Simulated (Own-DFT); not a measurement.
Simulation results for Si₃N₄ (beta silicon nitride, strained, atoms displaced), GaN (wurtzite, strained, atoms displaced), SiC (2H silicon carbide, atoms displaced)

Computed with Own-DFT development build. A calculation, not a measurement: plane-wave PBE density functional theory by an unreviewed code, no spin, of a simulated periodic cell, stress positive in tension, free energy of the whole cell less one offset for each atom, forces on such cells passed a denser k mesh, this cell's mesh not checked; offsets are fitted by least squares, one for each functional and potential file, so energies compare only between cells with the same atoms and settings and are not formation energies; the far tail of each file's local potential was reset to the Coulomb form; each entry is a single point on an unrelaxed cell, so the pressure reflects the starting lattice, mostly measured values (interpolated for alloys), from which strain is counted, and rises with the displacements; printed positions are rounded, which can move forces by about a meV/angstrom; the program, named Own-DFT, is a retired in-house code; no spin-orbit coupling.

Settings shared by all entries: functional PBE.

(1) Si₃N₄ (beta silicon nitride, strained, atoms displaced)

```cif
# cell vector a (Å): 7.7295 -0.0456 0.0798
# cell vector b (Å): -3.9042 6.5370 -0.1504
# cell vector c (Å): 0.0915 -0.1464 8.8928
data_Si3N4
_symmetry_space_group_name_H-M 'P 1'
_symmetry_Int_Tables_number 1
_cell_length_a 7.7300
_cell_length_b 7.6156
_cell_length_c 8.8945
_cell_angle_alpha 92.244
_cell_angle_beta 88.814
_cell_angle_gamma 121.191
_cell_volume 447.58
loop_
_atom_site_label
_atom_site_type_symbol
_atom_site_fract_x
_atom_site_fract_y
_atom_site_fract_z
_atom_site_occupancy
Si1 Si 0.15677 0.76736 0.08394 1
Si2 Si 0.23460 0.41268 0.08100 1
Si3 Si 0.59969 0.83859 0.08133 1
Si4 Si 0.82668 0.22719 0.24982 1
Si5 Si 0.74177 0.57809 0.24547 1
Si6 Si 0.40639 0.16735 0.24292 1
N1 N 0.33376 0.02744 0.09388 1
N2 N 0.96324 0.29497 0.07925 1
N3 N 0.70697 0.66772 0.07811 1
N4 N 0.66946 0.95914 0.24031 1
N5 N 0.03721 0.70080 0.24615 1
N6 N 0.30325 0.33128 0.25925 1
N7 N 0.32727 0.67145 0.08962 1
N8 N 0.66280 0.32833 0.25325 1
Si7 Si 0.16823 0.77835 0.42218 1
Si8 Si 0.25351 0.41867 0.41463 1
Si9 Si 0.60331 0.81640 0.41132 1
Si10 Si 0.81977 0.22918 0.58290 1
Si11 Si 0.76929 0.58779 0.58149 1
Si12 Si 0.40688 0.17942 0.59047 1
N9 N 0.33564 0.03111 0.41927 1
N10 N 0.97756 0.30541 0.42633 1
N11 N 0.69911 0.67630 0.41125 1
N12 N 0.67201 0.96573 0.57458 1
N13 N 0.02637 0.69440 0.57235 1
N14 N 0.30334 0.33522 0.59169 1
N15 N 0.33776 0.66918 0.41945 1
N16 N 0.66607 0.33250 0.58171 1
Si13 Si 0.17723 0.77002 0.75005 1
Si14 Si 0.22647 0.39187 0.75575 1
Si15 Si 0.60353 0.83838 0.75540 1
Si16 Si 0.82942 0.24293 0.91414 1
Si17 Si 0.76395 0.58662 0.91584 1
Si18 Si 0.41942 0.18436 0.92023 1
N17 N 0.32608 0.03170 0.74211 1
N18 N 0.97103 0.30816 0.74851 1
N19 N 0.70634 0.65886 0.75362 1
N20 N 0.67877 0.97654 0.91440 1
N21 N 0.03098 0.69575 0.91035 1
N22 N 0.31289 0.33747 0.91559 1
N23 N 0.33535 0.66222 0.74362 1
N24 N 0.66330 0.34235 0.92625 1
```

Settings of this run: potential files PseudoDojo norm-conserving, scalar-relativistic, standard set, wave cutoff 42 hartree, occupations Fermi-Dirac, smearing width 0.1 eV and k mesh 3 x 3 x 3 centred on Gamma.

The calculation gives: free energy of cell above offsets -2.487 eV; pressure 2.81 GPa; stress xx 3.47 GPa; stress yy -12.46 GPa; stress zz 0.57 GPa; stress yz -6.17 GPa; stress xz 5.47 GPa; stress xy -1.05 GPa.

Force:
```tsv
element	x (eV/Å)	y (eV/Å)	z (eV/Å)
Si	2.712	-0.52	-0.866
Si	-0.291	-0.343	1.481
Si	-0.331	-4.094	-2.684
Si	0.513	1.014	1.496
Si	2.907	2.481	-0.248
Si	-1.134	1.684	5.84
N	-0.364	-0.553	-6.021
N	1.158	0.66	0.634
N	-2.273	1.248	1.064
N	0.466	2.802	4.094
N	-3.354	-1.274	2.142
N	1.367	-0.91	-4.305
N	1.067	0.494	-1.05
N	1.113	-0.942	-0.274
Si	3.122	-1.648	-3.553
Si	-3.169	-1.062	3.683
Si	-5.447	2.622	-0.131
Si	1.498	0.6	-0.763
Si	-0.932	1.761	-0.174
Si	-0.584	-0.014	-2.603
N	-0.322	1.928	-0.48
N	-0.386	-0.62	-2.258
N	4.412	-3.485	1.062
N	0.257	0.282	2.568
N	-0.481	0.12	3.387
N	0.917	-0.796	-1.821
N	-0.491	1.71	-0.358
N	0.298	-0.941	0.356
Si	0.852	-1.638	-1.6
Si	-0.414	2.508	-0.863
Si	0.222	-3.793	-3.76
Si	0.037	0.25	0.292
Si	0.518	4.11	-1.091
Si	-2.767	-3.078	-0.208
N	0.617	0.419	3.002
N	-0.958	-0.9	0.763
N	-2.016	1.953	-0.937
N	-0.449	0.8	1.492
N	-0.649	0.053	0.943
N	-0.74	-0.665	1.011
N	-0.325	1.12	1.109
N	3.821	-3.341	-0.372
```

(2) GaN (wurtzite, strained, atoms displaced)

```cif
# cell vector a (Å): 12.7560 0.0000 0.0000
# cell vector b (Å): -4.7835 8.2853 0.0000
# cell vector c (Å): 0.0000 0.0000 10.4996
data_GaN
_symmetry_space_group_name_H-M 'P 1'
_symmetry_Int_Tables_number 1
_cell_length_a 12.7560
_cell_length_b 9.5670
_cell_length_c 10.4996
_cell_angle_alpha 90.000
_cell_angle_beta 90.000
_cell_angle_gamma 120.000
_cell_volume 1109.67
loop_
_atom_site_label
_atom_site_type_symbol
_atom_site_fract_x
_atom_site_fract_y
_atom_site_fract_z
_atom_site_occupancy
Ga1 Ga 0.08077 0.22128 0.00925 1
Ga2 Ga 0.16872 0.11593 0.25041 1
N1 N 0.08612 0.22259 0.18341 1
N2 N 0.16328 0.11232 0.42638 1
Ga3 Ga 0.08535 0.22175 0.50112 1
Ga4 Ga 0.16813 0.11402 0.75873 1
N3 N 0.08554 0.22347 0.69022 1
N4 N 0.16448 0.10411 0.94279 1
Ga5 Ga 0.08258 0.54831 0.00907 1
Ga6 Ga 0.16246 0.44642 0.25061 1
N5 N 0.07914 0.55338 0.19290 1
N6 N 0.17156 0.45210 0.43817 1
Ga7 Ga 0.07761 0.55191 0.50389 1
Ga8 Ga 0.16542 0.43668 0.75551 1
N7 N 0.08274 0.55934 0.68150 1
N8 N 0.17376 0.44395 0.93929 1
Ga9 Ga 0.08058 0.88637 0.99788 1
Ga10 Ga 0.15987 0.77646 0.25247 1
N9 N 0.07894 0.89405 0.18769 1
N10 N 0.16242 0.76421 0.44065 1
Ga11 Ga 0.07818 0.88020 0.50364 1
Ga12 Ga 0.16901 0.77979 0.75910 1
N11 N 0.08495 0.89260 0.68175 1
N12 N 0.17108 0.77794 0.93318 1
Ga13 Ga 0.33655 0.23631 0.00472 1
Ga14 Ga 0.42263 0.11519 0.25407 1
N13 N 0.33825 0.23175 0.19471 1
N14 N 0.41704 0.09755 0.43984 1
Ga15 Ga 0.33564 0.22232 0.49788 1
Ga16 Ga 0.42100 0.11090 0.74372 1
N15 N 0.34678 0.22606 0.69376 1
N16 N 0.42489 0.12584 0.94572 1
Ga17 Ga 0.32677 0.54454 0.00530 1
Ga18 Ga 0.41847 0.44586 0.24491 1
N17 N 0.33979 0.55874 0.19108 1
N18 N 0.42236 0.44678 0.43660 1
Ga19 Ga 0.32958 0.56107 0.49874 1
Ga20 Ga 0.41450 0.44957 0.75193 1
N19 N 0.33463 0.55160 0.68439 1
N20 N 0.41170 0.43905 0.93901 1
Ga21 Ga 0.33932 0.89461 0.99494 1
Ga22 Ga 0.41420 0.77781 0.25210 1
N21 N 0.33886 0.88668 0.18748 1
N22 N 0.40940 0.78153 0.42853 1
Ga23 Ga 0.33299 0.89050 0.49854 1
Ga24 Ga 0.41985 0.78931 0.74663 1
N23 N 0.33021 0.88178 0.67907 1
N24 N 0.41442 0.77797 0.93560 1
Ga25 Ga 0.58116 0.22570 0.00533 1
Ga26 Ga 0.65826 0.11063 0.24623 1
N25 N 0.58611 0.22270 0.18193 1
N26 N 0.66465 0.10878 0.43854 1
Ga27 Ga 0.59481 0.22846 0.49490 1
Ga28 Ga 0.66404 0.11041 0.74971 1
N27 N 0.58391 0.21282 0.68761 1
N28 N 0.66515 0.12079 0.94274 1
Ga29 Ga 0.58518 0.56533 0.00277 1
Ga30 Ga 0.66854 0.44887 0.25529 1
N29 N 0.58776 0.55059 0.19431 1
N30 N 0.66768 0.45166 0.44137 1
Ga31 Ga 0.58463 0.55789 0.50266 1
Ga32 Ga 0.66673 0.44809 0.75410 1
N31 N 0.58300 0.54700 0.68858 1
N32 N 0.65881 0.43679 0.94307 1
Ga33 Ga 0.58540 0.89332 0.99097 1
Ga34 Ga 0.67222 0.78097 0.24906 1
N33 N 0.57891 0.88580 0.19185 1
N34 N 0.66188 0.77641 0.44322 1
Ga35 Ga 0.58485 0.88355 0.49763 1
Ga36 Ga 0.66202 0.77133 0.75289 1
N35 N 0.58924 0.89489 0.68378 1
N36 N 0.66857 0.77507 0.93812 1
Ga37 Ga 0.83435 0.22222 0.99407 1
Ga38 Ga 0.91477 0.11487 0.24831 1
N37 N 0.83752 0.22719 0.19105 1
N38 N 0.91661 0.10731 0.44021 1
Ga39 Ga 0.83862 0.22641 0.50156 1
Ga40 Ga 0.91462 0.10962 0.74436 1
N39 N 0.82809 0.22261 0.68845 1
N40 N 0.91152 0.10546 0.94155 1
Ga41 Ga 0.83441 0.55887 0.99809 1
Ga42 Ga 0.91290 0.44018 0.24522 1
N41 N 0.83288 0.55141 0.19290 1
N42 N 0.91280 0.44707 0.43521 1
Ga43 Ga 0.83232 0.55380 0.49607 1
Ga44 Ga 0.91074 0.43621 0.75151 1
N43 N 0.82911 0.54884 0.68368 1
N44 N 0.92089 0.44240 0.93825 1
Ga45 Ga 0.84054 0.89497 0.99736 1
Ga46 Ga 0.91039 0.77441 0.25394 1
N45 N 0.82920 0.88709 0.18612 1
N46 N 0.91797 0.78578 0.43668 1
Ga47 Ga 0.83168 0.88767 0.50590 1
Ga48 Ga 0.90997 0.76952 0.73917 1
N47 N 0.83914 0.90569 0.68579 1
N48 N 0.91996 0.78701 0.93829 1
```

It was run with potential files PseudoDojo norm-conserving, scalar-relativistic, standard set with the stringent files for Ga, wave cutoff 96 hartree, occupations Gaussian, smearing width 0.01 eV and k mesh 3 x 4 x 3 centred on Gamma.

It finds free energy of cell above offsets -5.574 eV; pressure 4.57 GPa; stress xx -5.26 GPa; stress yy -5.85 GPa; stress zz -2.61 GPa; stress yz 0.17 GPa; stress xz -0.6 GPa; stress xy 1.15 GPa.

Force:
```tsv
element	x (eV/Å)	y (eV/Å)	z (eV/Å)
Ga	0.404	-0.421	-2.191
Ga	0.317	-0.296	-0.949
N	-0.97	0.451	1.788
N	0.948	-0.401	2.597
Ga	0.042	0.406	-0.342
Ga	0.813	-0.322	-0.923
N	-0.188	-0.488	-0.198
N	-0.137	1.37	-0.007
Ga	0.407	1.034	-1.204
Ga	1.486	-0.089	0.538
N	0.245	0.368	-0.707
N	-1.466	-1.599	-0.343
Ga	0.587	-0.283	-0.785
Ga	-0.362	1.647	-0.998
N	0.074	-0.937	2.322
N	-2.288	-1.015	0.11
Ga	1.222	-0.028	0.762
Ga	0.865	0.865	-0.026
N	0.558	-0.789	-0.123
N	-0.777	1.753	-0.692
Ga	1.041	1.072	-1.331
Ga	-0.38	-0.449	-2.656
N	-0.205	-0.268	1.777
N	-0.62	-0.408	2.23
Ga	0.576	-2.837	0.379
Ga	-0.63	-0.84	-0.559
N	0.158	-1.61	-0.915
N	-0.412	3.03	-0.524
Ga	-0.021	-0.013	0.142
Ga	0.144	-0.503	1.231
N	-2.552	-0.055	-0.974
N	-1.584	-1.717	-1.421
Ga	1.372	2.149	0.244
Ga	0.387	0.844	1.75
N	-1.471	-0.594	-0.599
N	-0.939	-0.096	0.11
Ga	1.722	0.095	-0.127
Ga	1.119	-0.858	-0.117
N	-1.057	1.019	0.405
N	0.42	2.435	-0.288
Ga	-0.564	0.542	1.137
Ga	0.663	-0.223	-0.846
N	-2.28	0.722	-0.538
N	1.805	-0.59	2.164
Ga	-0.542	-1.552	-0.177
Ga	0.461	-1.459	0.12
N	-0.251	0.886	1.455
N	0.978	-0.41	-0.399
Ga	0.593	-0.114	-0.583
Ga	1.999	-0.634	0.66
N	-0.879	1.01	2.03
N	1.26	0.097	-0.672
Ga	-1.538	-0.721	1.192
Ga	0.467	-0.027	0.677
N	-0.507	1.785	-0.656
N	1.135	-0.874	-0.949
Ga	0.155	-1.779	0.54
Ga	0.616	-1.081	-0.33
N	-1.222	1.351	-1.195
N	0.391	-0.675	-0.479
Ga	-0.695	-0.431	-0.003
Ga	0.262	-1.732	0.184
N	-0.749	1.353	0.26
N	0.872	2.334	-0.75
Ga	-0.476	-0.273	1.434
Ga	-1.893	-0.575	0.555
N	1.117	0.238	-1.03
N	1.917	-0.13	-0.972
Ga	-2.167	0.974	-0.105
Ga	0.37	0.526	-0.727
N	-0.266	-1.135	0.648
N	-0.242	1.136	-0.306
Ga	-0.694	-0.269	1.247
Ga	0.791	-0.645	0.578
N	-0.985	-1.164	-1.156
N	-0.191	0.725	-0.324
Ga	-0.811	-0.572	-0.627
Ga	0.107	2.004	1.373
N	1.075	-0.34	-0.074
N	0.642	1.528	-1.2
Ga	-0.327	-0.383	0.422
Ga	0.033	0.424	1.166
N	-0.437	0.802	-1.008
N	0.819	-0.658	-0.043
Ga	-0.113	0.764	0.236
Ga	0.922	1.404	-0.306
N	0.015	0.354	0.448
N	-0.786	0.598	-0.046
Ga	-1.06	-1.135	0.841
Ga	0.596	0.642	-0.701
N	1.092	0.777	-0.129
N	-0.483	-1.288	0.614
Ga	-0.364	0.254	-1.104
Ga	0.708	1.417	0.912
N	-0.175	-3.55	0.392
N	-0.014	-1.851	-1.238
```

(3) SiC (2H silicon carbide, atoms displaced)

```cif
# cell vector a (Å): 9.2481 0.0000 0.0000
# cell vector b (Å): -4.6241 8.0091 0.0000
# cell vector c (Å): 0.0000 0.0000 10.0681
data_SiC
_symmetry_space_group_name_H-M 'P 1'
_symmetry_Int_Tables_number 1
_cell_length_a 9.2481
_cell_length_b 9.2481
_cell_length_c 10.0681
_cell_angle_alpha 90.000
_cell_angle_beta 90.000
_cell_angle_gamma 120.000
_cell_volume 745.73
loop_
_atom_site_label
_atom_site_type_symbol
_atom_site_fract_x
_atom_site_fract_y
_atom_site_fract_z
_atom_site_occupancy
Si1 Si 0.99933 0.99774 0.99456 1
Si2 Si 0.10641 0.22221 0.24391 1
C1 C 0.00843 0.00487 0.18771 1
C2 C 0.10527 0.22456 0.44481 1
Si3 Si 0.99787 0.99262 0.49931 1
Si4 Si 0.11103 0.21488 0.75487 1
C3 C 0.00014 0.00743 0.68916 1
C4 C 0.11418 0.22392 0.93744 1
Si5 Si 0.99386 0.32293 0.00626 1
Si6 Si 0.11146 0.54573 0.24810 1
C5 C 0.98679 0.33121 0.18832 1
C6 C 0.11424 0.55213 0.43516 1
Si7 Si 0.98997 0.33742 0.50132 1
Si8 Si 0.10740 0.55414 0.74874 1
C7 C 0.00854 0.33768 0.67914 1
C8 C 0.12392 0.55511 0.93755 1
Si9 Si 0.00542 0.65798 0.00060 1
Si10 Si 0.11518 0.89065 0.25094 1
C9 C 0.99782 0.66524 0.18664 1
C10 C 0.11706 0.89045 0.43081 1
Si11 Si 0.99535 0.65687 0.50062 1
Si12 Si 0.11186 0.88494 0.74673 1
C11 C 0.99273 0.66846 0.69399 1
C12 C 0.10646 0.88439 0.92774 1
Si13 Si 0.31883 0.98038 0.99603 1
Si14 Si 0.45256 0.22488 0.25348 1
C13 C 0.33547 0.00286 0.18437 1
C14 C 0.44774 0.22115 0.43789 1
Si15 Si 0.31882 0.99504 0.49266 1
Si16 Si 0.45835 0.24104 0.74587 1
C15 C 0.32454 0.99346 0.69517 1
C16 C 0.44494 0.21958 0.93368 1
Si17 Si 0.32306 0.33145 0.00238 1
Si18 Si 0.44746 0.55432 0.24989 1
C17 C 0.34296 0.33996 0.18611 1
C18 C 0.43083 0.54347 0.44889 1
Si19 Si 0.31774 0.32306 0.50023 1
Si20 Si 0.43647 0.54168 0.74311 1
C19 C 0.34247 0.33245 0.68778 1
C20 C 0.44487 0.55129 0.94192 1
Si21 Si 0.34153 0.67458 0.00851 1
Si22 Si 0.44246 0.87760 0.25229 1
C21 C 0.33086 0.66386 0.19901 1
C22 C 0.44250 0.89803 0.44183 1
Si23 Si 0.32833 0.66749 0.50230 1
Si24 Si 0.45371 0.88409 0.75944 1
C23 C 0.33300 0.66973 0.69471 1
C24 C 0.45851 0.89638 0.92692 1
Si25 Si 0.67008 0.99860 0.98244 1
Si26 Si 0.77523 0.23175 0.23454 1
C25 C 0.66144 0.00076 0.18434 1
C26 C 0.78778 0.23318 0.43570 1
Si27 Si 0.67166 0.00467 0.50910 1
Si28 Si 0.77139 0.21237 0.75601 1
C27 C 0.66284 0.99140 0.68542 1
C28 C 0.78840 0.23587 0.93865 1
Si29 Si 0.65857 0.33582 0.99452 1
Si30 Si 0.77882 0.55738 0.24874 1
C29 C 0.66220 0.32202 0.19292 1
C30 C 0.77442 0.55233 0.43358 1
Si31 Si 0.67421 0.33362 0.50118 1
Si32 Si 0.77014 0.53845 0.74916 1
C31 C 0.66281 0.32574 0.68298 1
C32 C 0.77853 0.55849 0.93577 1
Si33 Si 0.66536 0.67089 0.99235 1
Si34 Si 0.77163 0.88782 0.24660 1
C33 C 0.66526 0.66667 0.18224 1
C34 C 0.76840 0.87818 0.43154 1
Si35 Si 0.67307 0.67086 0.50095 1
Si36 Si 0.77641 0.88359 0.74671 1
C35 C 0.67029 0.67453 0.69091 1
C36 C 0.80037 0.90360 0.94128 1
```

Settings of this run: potential files PseudoDojo norm-conserving, scalar-relativistic, standard set, wave cutoff 42 hartree, occupations Fermi-Dirac, smearing width 0.1 eV, hardware one NVIDIA H100 and k mesh 4 x 4 x 3 centred on Gamma.

Results for SiC (2H silicon carbide, atoms displaced): free energy of cell above offsets -4.107 eV; pressure 5.65 GPa; stress xx -5.92 GPa; stress yy -3.96 GPa; stress zz -7.06 GPa; stress yz -1.34 GPa; stress xz -0.95 GPa; stress xy -2.32 GPa; wall time 344.1 s.

Force:
```tsv
element	x (eV/Å)	y (eV/Å)	z (eV/Å)
Si	3.897	1.68	2.207
Si	1.036	0.388	1.987
C	-1.23	-1.037	-0.619
C	-0.715	-1.637	-1.896
Si	-0.834	1.203	-0.474
Si	-0.114	2.391	-1.507
C	0.691	-2.47	-0.825
C	-1.289	-1.018	0.556
Si	1.339	2.424	-1.5
Si	-1.885	1.523	0.779
C	2.943	0.18	-0.773
C	-1.42	0.421	0.291
Si	3.306	-0.1	-0.607
Si	0.772	0.433	0.415
C	-1.161	-1.063	3.011
C	-1.217	-0.498	0.852
Si	-1.353	0.752	-0.802
Si	-0.088	-0.103	-1.678
C	1.06	-0.051	0.314
C	-2.894	-2.098	1.159
Si	0.186	1.227	-0.389
Si	-1.286	0.919	0.112
C	0.892	-1.795	-1.801
C	0.191	-0.909	2.094
Si	1.089	3.288	-0.17
Si	-1.723	-1.183	-0.422
C	0.354	-1.326	0.15
C	-1.016	0.111	0.502
Si	3.326	1.953	2.875
Si	-1.069	-5.072	1.405
C	2.156	1.568	-1.826
C	-1.22	-0.273	0.391
Si	3.238	0.434	-0.263
Si	-0.165	0.006	1.453
C	-1.314	-1.381	0.543
C	1.309	1.979	-1.64
Si	2.228	0.77	0.04
Si	-0.404	3.294	1.456
C	-2.452	-1.013	-0.667
C	-0.846	0.842	-1.191
Si	0.64	-1.085	-1.437
Si	-1.014	3.135	0.676
C	0.714	-0.644	-2.03
C	1.493	-1.382	-0.395
Si	1.131	0.632	0.55
Si	-3.167	-0.099	-5.188
C	0.229	-1.278	-1.109
C	-1.363	-1.502	4.754
Si	0.642	1.756	3.543
Si	1.578	-4.05	3.573
C	0.775	-0.231	-0.803
C	-1.697	-2.281	-0.707
Si	-0.884	-0.274	-3.634
Si	1.278	1.602	-1.739
C	0.674	1.085	2.322
C	-1.605	-2.029	-0.496
Si	0.82	-0.166	1.461
Si	-0.305	-0.649	-0.686
C	-2.284	4.031	-2.655
C	0.365	0.547	1.077
Si	-1.628	-0.58	-1.485
Si	-0.431	2.984	0.337
C	1.993	0.555	0.51
C	0.322	-0.701	0.291
Si	1.185	-0.291	0.879
Si	0.807	0.695	-0.628
C	0.333	0.196	0.402
C	0.346	2.059	1.141
Si	-1.669	-2.165	0.182
Si	1.016	1.87	1.06
C	0.363	-3.208	-0.658
C	-4.975	-3.293	-2.651
```
